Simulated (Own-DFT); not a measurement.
## Calculated data, Al$_{3}$GaN$_{4}$ (wurtzite random alloy, strained, atoms displaced)

Computed with Own-DFT development build. A calculation, not a measurement: plane-wave PBE density functional theory by an unreviewed code, no spin, of a simulated periodic cell, stress positive in tension, free energy of the whole cell less one offset for each atom, forces on such cells passed a denser k mesh, this cell's mesh not checked; offsets are fitted by least squares, one for each functional and potential file, so energies compare only between cells with the same atoms and settings and are not formation energies; the far tail of each file's local potential was reset to the Coulomb form; each entry is a single point on an unrelaxed cell, so the pressure reflects the starting lattice, mostly measured values, from which strain is counted, and rises with the displacements; printed positions are rounded, which can move forces by about a meV/angstrom; the program is a retired in-house code; no spin-orbit coupling.

Al$_{3}$GaN$_{4}$ (wurtzite random alloy, strained, atoms displaced)

```cif
# cell vector a (Å): 9.1589 0.0000 0.0000
# cell vector b (Å): -4.5795 7.9318 0.0000
# cell vector c (Å): 0.0000 0.0000 10.0655
data_Al3GaN4
_symmetry_space_group_name_H-M 'P 1'
_symmetry_Int_Tables_number 1
_cell_length_a 9.1589
_cell_length_b 9.1589
_cell_length_c 10.0655
_cell_angle_alpha 90.000
_cell_angle_beta 90.000
_cell_angle_gamma 120.000
_cell_volume 731.22
loop_
_atom_site_label
_atom_site_type_symbol
_atom_site_fract_x
_atom_site_fract_y
_atom_site_fract_z
_atom_site_occupancy
Al1 Al 0.12554 0.22673 0.00281 1
Al2 Al 0.22169 0.09878 0.24537 1
N1 N 0.10986 0.21721 0.19091 1
N2 N 0.21597 0.10005 0.44619 1
Al3 Al 0.10764 0.22634 0.49978 1
Al4 Al 0.22283 0.11339 0.75311 1
N3 N 0.11111 0.21807 0.69154 1
N4 N 0.22183 0.10660 0.94717 1
Al5 Al 0.10307 0.55561 0.00570 1
Al6 Al 0.22263 0.44666 0.25344 1
N5 N 0.11295 0.55454 0.18360 1
N6 N 0.22750 0.43869 0.44984 1
Ga1 Ga 0.11275 0.54970 0.50015 1
Al7 Al 0.22023 0.44196 0.74755 1
N7 N 0.11695 0.56454 0.69323 1
N8 N 0.21507 0.43916 0.94002 1
Al8 Al 0.10579 0.88196 0.99928 1
Ga2 Ga 0.22507 0.78531 0.25364 1
N9 N 0.10574 0.89054 0.19008 1
N10 N 0.21896 0.77550 0.43605 1
Al9 Al 0.11049 0.88672 0.50784 1
Al10 Al 0.22842 0.77052 0.74669 1
N11 N 0.09994 0.87477 0.69452 1
N12 N 0.21769 0.77017 0.94338 1
Al11 Al 0.44717 0.21469 0.99875 1
Al12 Al 0.55721 0.11493 0.24519 1
N13 N 0.44545 0.22354 0.18216 1
N14 N 0.54535 0.10435 0.44333 1
Al13 Al 0.44672 0.22357 0.50199 1
Al14 Al 0.55306 0.11170 0.74244 1
N15 N 0.45044 0.22903 0.68689 1
N16 N 0.56021 0.11502 0.93925 1
Al15 Al 0.43912 0.55707 0.99552 1
Al16 Al 0.54157 0.43638 0.25079 1
N17 N 0.44078 0.55532 0.18734 1
N18 N 0.55681 0.44615 0.44377 1
Ga3 Ga 0.44841 0.55961 0.50613 1
Al17 Al 0.55206 0.44759 0.75142 1
N19 N 0.44943 0.55348 0.68434 1
N20 N 0.54705 0.44393 0.94740 1
Al18 Al 0.45140 0.90091 0.99739 1
Ga4 Ga 0.54955 0.77421 0.24437 1
N21 N 0.44346 0.88851 0.19495 1
N22 N 0.55823 0.77610 0.44222 1
Ga5 Ga 0.44770 0.89213 0.51252 1
Ga6 Ga 0.54986 0.78060 0.75298 1
N23 N 0.44488 0.89237 0.68719 1
N24 N 0.54379 0.78064 0.94174 1
Ga7 Ga 0.76809 0.22286 0.00481 1
Al19 Al 0.89675 0.10454 0.24706 1
N25 N 0.78254 0.21350 0.19412 1
N26 N 0.89442 0.12038 0.43724 1
Ga8 Ga 0.77148 0.22111 0.49631 1
Al20 Al 0.88172 0.10745 0.75297 1
N27 N 0.77782 0.20868 0.68643 1
N28 N 0.89941 0.11467 0.93728 1
Al21 Al 0.78348 0.55888 0.00344 1
Ga9 Ga 0.88780 0.44759 0.25683 1
N29 N 0.76861 0.55134 0.19824 1
N30 N 0.88287 0.44448 0.43590 1
Al22 Al 0.78106 0.55294 0.50152 1
Al23 Al 0.89419 0.44773 0.75244 1
N31 N 0.77413 0.55414 0.68632 1
N32 N 0.87664 0.44216 0.93385 1
Al24 Al 0.78644 0.89625 0.99379 1
Al25 Al 0.88748 0.77986 0.24854 1
N33 N 0.78222 0.88972 0.18614 1
N34 N 0.89563 0.77903 0.45085 1
Al26 Al 0.77480 0.89354 0.49925 1
Al27 Al 0.89680 0.77077 0.74495 1
N35 N 0.77623 0.89715 0.68617 1
N36 N 0.88890 0.77897 0.94700 1
```

- functional: PBE
- potential files: PseudoDojo norm-conserving, scalar-relativistic, standard set with the stringent files for Ga
- wave cutoff: 96 hartree
- occupations: Gaussian
- smearing width: 0.01 eV
- k mesh: 4 x 4 x 3 centred on Gamma
- free energy of cell above offsets: -20.324 eV
- pressure: 18.05 GPa
- stress xx: -20.59 GPa
- stress yy: -22.55 GPa
- stress zz: -11.01 GPa
- stress yz: 0.44 GPa
- stress xz: -0.06 GPa
- stress xy: 0.52 GPa

Force:
```tsv
element	x (eV/Å)	y (eV/Å)	z (eV/Å)
Al	-1.788	-0.691	0.317
Al	-0.759	2.502	1.756
N	1.621	1.243	-0.103
N	0.284	1.957	-1.148
Al	1.695	-2.383	1.058
Al	0.333	-1	-0.018
N	-0.743	0.511	-0.429
N	1.005	-0.221	-1.49
Al	0.926	-1.159	-1.504
Al	0.007	-0.954	-0.079
N	-0.156	-0.098	1.604
N	-1.046	0.592	-2.636
Ga	-0.974	0.721	0.08
Al	0.455	-0.284	0.761
N	0.222	-3.063	-0.583
N	-0.113	1.313	-0.789
Al	0.764	0.701	0.457
Ga	-0.531	-1.205	-0.665
N	0.189	-1.487	-1.392
N	0.104	0.158	2.124
Al	0.319	-0.288	-0.2
Al	-1.966	2.44	2.16
N	3.951	2.921	-0.493
N	0.446	1.498	-1.049
Al	-1.772	1.658	-0.067
Al	0.424	-0.6	1.485
N	0.146	-1.087	0.972
N	-0.182	1.581	-2.028
Al	-1.411	-0.131	-0.4
Al	0.808	1.015	1.046
N	-0.712	-0.978	0.929
N	-1.78	-1.356	-2.26
Al	-0.333	-0.062	1.015
Al	0.747	1.195	0.553
N	-0.131	-1.561	-0.467
N	0.9	-1.13	-1.461
Ga	0.783	-0.207	-1.351
Al	1.503	-0.312	1.022
N	-2.022	0.18	3.118
N	1.406	-0.033	-1.416
Al	-1.575	-1.94	1.562
Ga	1.474	0.758	1.475
N	-0.258	2.251	-2.435
N	-0.509	1.225	-0.9
Ga	-0.225	-1.616	-3.931
Ga	2.001	-0.573	0.028
N	-1.307	0.198	2.876
N	2.339	0.033	0.302
Ga	3.647	0.423	0.492
Al	-1.284	0.467	0.972
N	-1.214	0.425	0.03
N	0.107	-1.593	-0.868
Ga	0.546	-0.273	0.426
Al	2.227	0.325	0.357
N	-2.088	2.686	0.734
N	-0.625	0.219	0.356
Al	-2.302	-0.501	0.727
Ga	0.653	-0.68	-1.958
N	-0.292	0.815	-1.585
N	1.06	0.164	2.07
Al	-1.562	1.1	-0.087
Al	-0.905	-1.151	-1.021
N	0.816	-0.89	0.808
N	1.421	1.073	0.713
Al	-1.342	-0.538	0.906
Al	0.055	-0.987	1.618
N	-0.391	-0.359	-0.644
N	-1.726	-0.269	-1.756
Al	1.706	0.124	0.28
Al	-4.42	-0.164	1.502
N	1.377	-1.762	0.447
N	-0.025	-0.885	-1.925
```
